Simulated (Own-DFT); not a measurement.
SiC (2H silicon carbide, strained, atoms displaced) (calculated)

Computed with Own-DFT development build. A calculation, not a measurement: plane-wave PBE density functional theory by an unreviewed code, no spin, of a simulated periodic cell, stress positive in tension, free energy of the whole cell less one offset for each atom, forces on such cells passed a denser k mesh, this cell's mesh not checked; offsets are fitted by least squares, one for each functional and potential file, so energies compare only between cells with the same atoms and settings and are not formation energies; the far tail of each file's local potential was reset to the Coulomb form; each entry is a single point on an unrelaxed cell, so the pressure reflects the starting lattice, mostly measured values (interpolated for alloys), from which strain is counted, and rises with the displacements; printed positions are rounded, which can move forces by about a meV/angstrom; the program, named Own-DFT, is a retired in-house code; no spin-orbit coupling; before rounding, a Quantum ESPRESSO 7.3.1 run of the same cell and cutoff gave forces within 1 meV/angstrom rms on each cell, which checks the program and not the settings.

Settings shared by all entries: functional PBE; potential files PseudoDojo norm-conserving, scalar-relativistic, standard set; wave cutoff 42 hartree; occupations Fermi-Dirac; smearing width 0.1 eV; k mesh 5 x 5 x 3 centred on Gamma.

(1) SiC (2H silicon carbide, strained, atoms displaced)

```
SiC
1.0
      6.0692    -0.0480     0.1219
     -3.0762     5.4512    -0.1559
      0.1990    -0.1791    10.0205
Si C Si C Si C Si C Si C Si C Si C Si C
2 2 2 2 2 2 2 2 2 2 2 2 2 2 2 2
Direct
  0.99714 0.99366 0.00085
  0.17385 0.34607 0.25999
  0.99585 0.99926 0.18842
  0.16560 0.31262 0.43770
  0.01638 0.02276 0.49913
  0.17015 0.32763 0.74719
  0.00135 0.00822 0.69047
  0.17725 0.31522 0.93991
  0.99311 0.49893 0.99771
  0.17434 0.84630 0.25615
  0.01072 0.51641 0.19625
  0.18713 0.83936 0.43074
  0.98722 0.49471 0.49638
  0.15666 0.82512 0.74640
  0.98754 0.49428 0.68905
  0.16005 0.83015 0.93529
  0.50716 0.01146 0.99690
  0.67607 0.34806 0.25186
  0.48999 0.99013 0.17686
  0.65345 0.32895 0.44330
  0.50877 0.00901 0.50541
  0.67589 0.34155 0.74163
  0.51711 0.99487 0.68681
  0.67268 0.33662 0.93976
  0.50602 0.50402 0.00129
  0.66949 0.83245 0.25065
  0.49939 0.49461 0.17900
  0.67015 0.83614 0.43389
  0.49529 0.49794 0.49961
  0.66019 0.83754 0.74541
  0.50746 0.49039 0.69985
  0.66987 0.83616 0.93047
```

* free energy of cell above offsets: -1.397 eV
* pressure: 6.94 GPa
* stress xx: -11.98 GPa
* stress yy: 1.78 GPa
* stress zz: -10.63 GPa
* stress yz: -3.62 GPa
* stress xz: 5.47 GPa
* stress xy: -4.37 GPa

Force:
```
element  x (eV/Å)  y (eV/Å)  z (eV/Å)
     Si    -0.279     0.653    -0.126
     Si    -0.306    -1.227    -3.549
      C     0.757     1.014     0.615
      C    -1.307      4.39     0.338
     Si      0.09    -5.233     0.947
     Si    -0.735     0.646     2.206
      C      0.79    -1.254     -1.76
      C    -2.215      1.47    -0.548
     Si     2.634     0.393     0.872
     Si    -0.499    -0.122    -2.988
      C     0.148    -0.799    -0.578
      C    -1.409     -0.63     3.614
     Si     1.315     1.238     0.339
     Si     0.451     1.169     0.697
      C     3.625     1.453    -1.907
      C     1.223    -0.543    -0.188
     Si    -0.375    -1.156    -0.801
     Si     -0.54    -1.925    -1.101
      C     1.458     1.706     2.596
      C     1.151     0.141    -1.169
     Si     0.154     -1.28    -1.394
     Si    -0.917    -2.973     3.417
      C    -3.745     1.256    -0.317
      C    -0.468     -0.54    -1.399
     Si    -0.529     0.221    -1.982
     Si    -1.269    -0.034    -1.571
      C     0.217     0.873     3.496
      C     0.396    -0.361     1.475
     Si     0.057     1.473     1.322
     Si     2.749    -1.594     1.586
      C    -2.162      1.97    -3.289
      C    -0.458    -0.395     1.149
```

(2) SiC (2H silicon carbide, strained, atoms displaced)

```
SiC
1.0
      6.1058    -0.0317    -0.0246
     -3.0803     5.3561     0.0603
     -0.0401     0.0905     9.9705
Si C Si C Si C Si C Si C Si C Si C Si C
2 2 2 2 2 2 2 2 2 2 2 2 2 2 2 2
Direct
  0.01314 0.01396 0.00026
  0.18337 0.32644 0.24913
  0.99413 0.00260 0.19760
  0.16888 0.32878 0.43723
  0.99565 0.99692 0.49999
  0.16374 0.33844 0.75435
  0.99460 0.99948 0.68614
  0.17812 0.34912 0.94363
  0.98699 0.49281 0.00620
  0.17016 0.85089 0.24808
  0.01726 0.52170 0.18426
  0.17420 0.82214 0.43584
  0.98825 0.49844 0.50438
  0.16081 0.83057 0.75447
  0.00809 0.51494 0.68911
  0.15236 0.83143 0.94043
  0.49972 0.00928 0.99710
  0.67360 0.32835 0.25839
  0.50602 0.98620 0.19153
  0.68425 0.33475 0.43548
  0.49580 0.00704 0.50819
  0.67592 0.33981 0.75349
  0.51436 0.00075 0.69243
  0.64926 0.32799 0.93395
  0.50379 0.50405 0.00231
  0.66023 0.83973 0.23681
  0.49712 0.50033 0.18253
  0.65464 0.83722 0.43650
  0.49022 0.49918 0.49511
  0.66881 0.82307 0.73679
  0.49789 0.50709 0.68890
  0.67183 0.84060 0.94671
```

- free energy of cell above offsets: -1.849 eV
- pressure: 10.12 GPa
- stress xx: -10.68 GPa
- stress yy: -6.31 GPa
- stress zz: -13.36 GPa
- stress yz: 2.59 GPa
- stress xz: -2.37 GPa
- stress xy: -2.61 GPa

Force:
```
element  x (eV/Å)  y (eV/Å)  z (eV/Å)
     Si    -1.365    -0.681     0.645
     Si    -3.185     1.523     0.602
      C     1.106     0.644    -2.375
      C    -1.107    -0.267     0.207
     Si     0.274    -0.576    -1.178
     Si      0.52    -0.411    -0.398
      C     1.555         1     0.443
      C    -1.382    -0.947     -0.96
     Si     0.353     0.924    -1.293
     Si     1.329    -2.135     0.745
      C    -0.478        -2     2.117
      C    -2.063     1.361     0.828
     Si     3.255     0.899    -0.823
     Si     0.642     1.706    -0.394
      C    -0.263    -1.354     0.417
      C     1.239    -0.054    -0.009
     Si     0.294    -2.141     0.624
     Si     0.399     0.858    -3.193
      C    -5.024     4.481    -2.278
      C    -3.439    -0.609     1.877
     Si     1.105    -0.917    -1.437
     Si    -1.059    -0.632    -1.372
      C    -2.156     0.828     0.213
      C     1.274      1.16     1.352
     Si     0.056     1.027    -0.905
     Si     3.261    -3.137     3.737
      C     2.317    -0.309     1.777
      C     1.069    -0.319    -0.207
     Si     1.403      0.98     0.597
     Si    -0.751     1.476     3.336
      C     0.828    -2.498     -0.92
      C    -0.008      0.12    -1.778
```
